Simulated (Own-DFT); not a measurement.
# Computed records: Hf₃₁O₆₄ (monoclinic hafnia with one vacancy, atoms displaced)

All values are calculated (Own-DFT development build). A calculation, not a measurement: plane-wave density functional theory by an unreviewed code, no spin, of a simulated periodic cell, stress positive in tension, run twice, with PBE and with PBEsol, both on files made for PBE, so the change isn't that of files made for PBEsol, defect cell not probed for a lower state with spin; a neutral cation vacancy leaves holes that likely carry spin, which this run leaves out; hafnium file: forces about 75 meV/angstrom off all-electron values; oxygen file: force components 24 meV/angstrom off all-electron in one glass; forces on such cells passed a denser k mesh, this cell's mesh not checked; the far tail of each file's local potential was reset to the Coulomb form; each entry is a single point on an unrelaxed cell, so the pressure reflects the starting lattice, mostly measured values (interpolated for alloys), from which strain is counted, and rises with the displacements; printed positions are rounded, which can move forces by about a meV/angstrom; the program, named Own-DFT, is a retired in-house code; no spin-orbit coupling; stress was not checked against mesh or cutoff.

Entry: Hf₃₁O₆₄ (monoclinic hafnia with one vacancy, atoms displaced)

```
cell vectors (Å)
  10.2340     0.0000     0.0000
   0.0000    10.3500     0.0000
  -1.6955     0.0000    10.4453
atoms (fractions of the cell vectors)
Hf  0.13853  0.01893  0.10840
Hf  0.36659  0.26688  0.15116
Hf  0.36473  0.47928  0.39831
Hf  0.13879  0.22377  0.35920
O   0.04135  0.15954  0.17181
O   0.46520  0.41203  0.07778
O   0.46244  0.33337  0.32751
O   0.04161  0.08700  0.42563
O   0.22493  0.38404  0.24363
O   0.28596  0.13758  0.01548
O   0.27847  0.12274  0.26555
O   0.23024  0.36838  0.49045
Hf  0.13940  0.02244  0.60331
Hf  0.36034  0.26786  0.64703
Hf  0.35546  0.48699  0.89510
Hf  0.13760  0.23131  0.86147
O   0.03794  0.16528  0.66819
O   0.46702  0.40981  0.58609
O   0.46409  0.33390  0.82746
O   0.03781  0.08014  0.92401
O   0.21723  0.38449  0.74944
O   0.27919  0.12586  0.50630
O   0.27298  0.12129  0.76479
O   0.23429  0.37310  0.98299
Hf  0.13201  0.52372  0.09849
Hf  0.36348  0.76867  0.15076
Hf  0.36494  0.97424  0.39350
Hf  0.13842  0.73052  0.35719
O   0.04784  0.66390  0.17803
O   0.45379  0.92259  0.07747
O   0.46992  0.83204  0.33259
O   0.03246  0.58571  0.42309
O   0.23287  0.88353  0.24293
O   0.27975  0.63132  0.00038
O   0.26852  0.61954  0.26652
O   0.22837  0.86790  0.49320
Hf  0.14561  0.51747  0.60023
Hf  0.36296  0.76865  0.64684
Hf  0.35553  0.98687  0.89310
Hf  0.14298  0.72464  0.85965
O   0.02912  0.67557  0.66297
O   0.45919  0.91702  0.57868
O   0.47338  0.84198  0.82270
O   0.03652  0.58319  0.92121
O   0.23073  0.88560  0.74093
O   0.26858  0.63169  0.51123
O   0.27306  0.62122  0.76931
O   0.22402  0.86997  0.99708
Hf  0.63217  0.02434  0.10218
Hf  0.86764  0.27851  0.14274
Hf  0.85963  0.47794  0.39233
Hf  0.63910  0.22595  0.35700
O   0.54086  0.16282  0.17823
O   0.96904  0.42090  0.07218
O   0.97109  0.33707  0.33337
O   0.54188  0.09047  0.42418
O   0.71660  0.38242  0.24404
O   0.77357  0.12091  0.99923
O   0.76512  0.11960  0.25952
O   0.72917  0.36479  0.49504
Hf  0.64193  0.01796  0.60841
Hf  0.86492  0.27007  0.64431
Hf  0.86287  0.47287  0.90106
Hf  0.64608  0.23364  0.84539
O   0.53180  0.16428  0.66948
O   0.96506  0.41093  0.57636
O   0.96469  0.32777  0.82315
O   0.53870  0.09095  0.92180
O   0.72892  0.37713  0.73935
O   0.77034  0.12784  0.51043
O   0.77782  0.12736  0.76834
O   0.72946  0.36437  0.99119
Hf  0.63391  0.52380  0.10722
Hf  0.86497  0.97625  0.39220
Hf  0.63324  0.72712  0.35618
O   0.54144  0.66920  0.17375
O   0.96338  0.90993  0.07781
O   0.96859  0.82911  0.32031
O   0.53004  0.58297  0.41998
O   0.72172  0.86745  0.23464
O   0.78447  0.62652  0.01438
O   0.77616  0.61035  0.25941
O   0.72835  0.87509  0.48593
Hf  0.63701  0.51700  0.60933
Hf  0.85476  0.76305  0.64215
Hf  0.86203  0.98334  0.89849
Hf  0.63321  0.72980  0.85472
O   0.53483  0.66566  0.67472
O   0.96644  0.90900  0.57788
O   0.95538  0.83463  0.82537
O   0.53598  0.57386  0.92035
O   0.72542  0.88113  0.74638
O   0.76709  0.63214  0.50554
O   0.77119  0.62111  0.75596
O   0.73325  0.87112  0.99269
```

It was run with functional PBE, then PBEsol, potential files PseudoDojo norm-conserving, scalar-relativistic, standard set, wave cutoff 72 hartree, occupations Fermi-Dirac, smearing width 0.1 eV and k mesh 2 x 2 x 2 centred on Gamma.

Results for Hf₃₁O₆₄ (monoclinic hafnia with one vacancy, atoms displaced): PBE pressure 4.96 GPa; PBE stress xx -5.3 GPa; PBE stress yy -5.31 GPa; PBE stress zz -4.28 GPa; PBE stress yz 0.2 GPa; PBE stress xz -0.08 GPa; PBE stress xy 0.22 GPa; PBEsol pressure -1.37 GPa; PBEsol stress xx 1.04 GPa; PBEsol stress yy 1 GPa; PBEsol stress zz 2.08 GPa; PBEsol stress yz 0.18 GPa; PBEsol stress xz 0.27 GPa; PBEsol stress xy 0.2 GPa; rms change of force components from PBE to PBEsol 0.05 eV/Å.

Force:
```tsv
force element	PBE force x (eV/Å)	PBE force y (eV/Å)	PBE force z (eV/Å)	PBEsol force x (eV/Å)	PBEsol force y (eV/Å)	PBEsol force z (eV/Å)
Hf	0.216	-1.427	-0.776	0.193	-1.37	-0.782
Hf	-0.161	1.525	-0.138	-0.151	1.535	-0.115
Hf	-0.68	-0.889	-0.904	-0.669	-0.92	-0.884
Hf	1.546	1.58	-0.992	1.529	1.487	-0.98
O	-2.032	2.028	0.455	-1.96	1.988	0.49
O	0.282	0.452	0.318	0.263	0.452	0.279
O	0.519	0.064	0.734	0.489	0.048	0.665
O	-1.757	-1.374	-0.187	-1.681	-1.342	-0.13
O	-0.136	-0.504	-0.835	-0.06	-0.491	-0.798
O	-1.136	-1.509	-0.77	-1.154	-1.479	-0.757
O	0.047	-0.266	-0.219	-0.016	-0.26	-0.205
O	-0.646	0.203	0.709	-0.577	0.208	0.7
Hf	-0.055	-0.982	0.419	-0.049	-0.91	0.384
Hf	0.187	-0.121	1.005	0.214	-0.071	1.002
Hf	1.833	-2.794	0.301	1.757	-2.769	0.313
Hf	0.697	-0.016	-0.797	0.702	-0.039	-0.811
O	-0.159	0.168	0.43	-0.142	0.172	0.457
O	0.303	1.069	-0.712	0.287	1.049	-0.732
O	0.053	-0.064	-0.416	0.046	-0.081	-0.475
O	0.821	0.549	0.154	0.808	0.541	0.203
O	0.516	-0.36	-1.676	0.56	-0.345	-1.625
O	-0.161	0.166	0.993	-0.229	0.164	0.967
O	-0.03	0.952	-0.623	-0.084	0.922	-0.596
O	-1.73	-0.328	1.35	-1.624	-0.323	1.282
Hf	1.865	0.195	1.628	1.79	0.258	1.579
Hf	0.033	0.536	-0.778	0.024	0.602	-0.737
Hf	0.003	1.519	1.089	-0.027	1.433	1.085
Hf	-1.457	-0.204	-0.814	-1.423	-0.263	-0.822
O	0.161	0.099	-0.529	0.327	0.02	-0.442
O	0.692	-0.325	0.364	0.661	-0.306	0.313
O	-0.669	0.045	-0.499	-0.67	0.028	-0.539
O	0.052	-0.451	0.321	0.073	-0.456	0.36
O	-0.232	-0.568	0.152	-0.149	-0.551	0.15
O	-0.263	0.366	2.217	-0.325	0.345	2.121
O	1.733	0.503	-0.604	1.627	0.5	-0.571
O	-0.172	0.472	-0.454	-0.092	0.461	-0.443
Hf	-2.627	0.29	0.474	-2.552	0.326	0.427
Hf	-0.236	1.217	0.143	-0.225	1.265	0.153
Hf	1.444	-0.899	1.046	1.399	-0.908	1.039
Hf	-2.193	2.328	-1.246	-2.107	2.199	-1.216
O	1.628	-1.53	0.761	1.569	-1.473	0.786
O	1.223	0.178	-0.184	1.175	0.174	-0.229
O	-1.064	0.158	0.553	-1.046	0.115	0.482
O	-0.221	-0.228	-0.549	-0.188	-0.234	-0.464
O	-0.341	-0.914	0.315	-0.256	-0.879	0.303
O	1.185	-0.651	0.646	1.083	-0.642	0.634
O	0.208	0.994	-2.323	0.135	0.965	-2.238
O	-0.158	-0.215	-1.033	-0.087	-0.209	-1.005
Hf	1.679	-2.202	-0.266	1.638	-2.1	-0.278
Hf	-0.986	-1.716	1.133	-0.965	-1.614	1.111
Hf	-0.118	0.845	0.589	-0.132	0.785	0.574
Hf	0.425	1.14	0.093	0.425	1.042	0.072
O	-1.701	0.976	-0.326	-1.656	0.967	-0.271
O	-0.745	-1.793	0.858	-0.75	-1.731	0.78
O	-0.405	-0.7	-1.689	-0.409	-0.687	-1.692
O	-2.206	-2.239	0.426	-2.128	-2.188	0.451
O	1.226	-0.988	-0.737	1.264	-0.956	-0.721
O	0.222	1.975	2.299	0.154	1.92	2.208
O	2.052	-0.171	0.025	1.913	-0.165	0.039
O	-0.638	0.934	-0.322	-0.555	0.905	-0.309
Hf	-0.584	0.384	-0.469	-0.559	0.435	-0.49
Hf	0.043	-0.514	-0.606	0.033	-0.438	-0.571
Hf	-0.668	2.551	-1.404	-0.67	2.456	-1.317
Hf	-2.413	-0.506	1.44	-2.332	-0.548	1.398
O	0.417	-0.219	0.144	0.417	-0.197	0.181
O	1.104	1.028	0.08	1.06	0.993	0.037
O	-0.148	0.571	1.155	-0.146	0.531	1.078
O	-1.112	-0.706	-0.127	-1.073	-0.711	-0.072
O	-0.325	0.581	0.136	-0.269	0.548	0.136
O	1.299	-0.313	0.678	1.189	-0.299	0.659
O	0.66	-0.717	-2.032	0.572	-0.684	-1.972
O	0.268	0.181	0.331	0.358	0.168	0.312
Hf	1.78	0.195	-0.325	1.749	0.237	-0.319
Hf	-0.192	-1.278	-1.044	-0.21	-1.318	-0.978
Hf	3.408	0.246	-1.18	3.34	0.204	-1.19
O	-1.827	0.493	-0.295	-1.779	0.488	-0.222
O	1.333	0.955	0.025	1.377	1.081	-0.089
O	-0.556	1.805	1.305	-0.493	1.785	1.346
O	-0.106	-0.452	0.825	-0.108	-0.456	0.846
O	-0.812	1.439	0.986	-0.83	1.458	1.032
O	-1.289	-1.322	-1.287	-1.372	-1.408	-1.344
O	-0.897	-0.102	0.653	-1.006	-0.196	0.696
O	-0.677	-0.166	0.345	-0.596	-0.156	0.343
Hf	0.485	0.138	-0.788	0.485	0.185	-0.777
Hf	0.689	1.065	0.932	0.687	1.07	0.936
Hf	-0.053	-2.083	0.622	-0.081	-2.079	0.646
Hf	1.961	-0.064	1.665	1.922	-0.092	1.571
O	-0.358	-0.246	-0.534	-0.339	-0.225	-0.465
O	0.519	1.046	-0.776	0.498	1.033	-0.809
O	1.875	-0.913	0.185	1.806	-0.897	0.135
O	0.634	1.167	-0.052	0.602	1.134	0.007
O	-0.71	0.127	-1.165	-0.644	0.125	-1.144
O	-0.007	-0.951	0.531	-0.069	-0.919	0.53
O	0.148	-0.668	0.499	0.075	-0.637	0.454
O	-1.629	0.148	-1.057	-1.559	0.215	-1.125
```
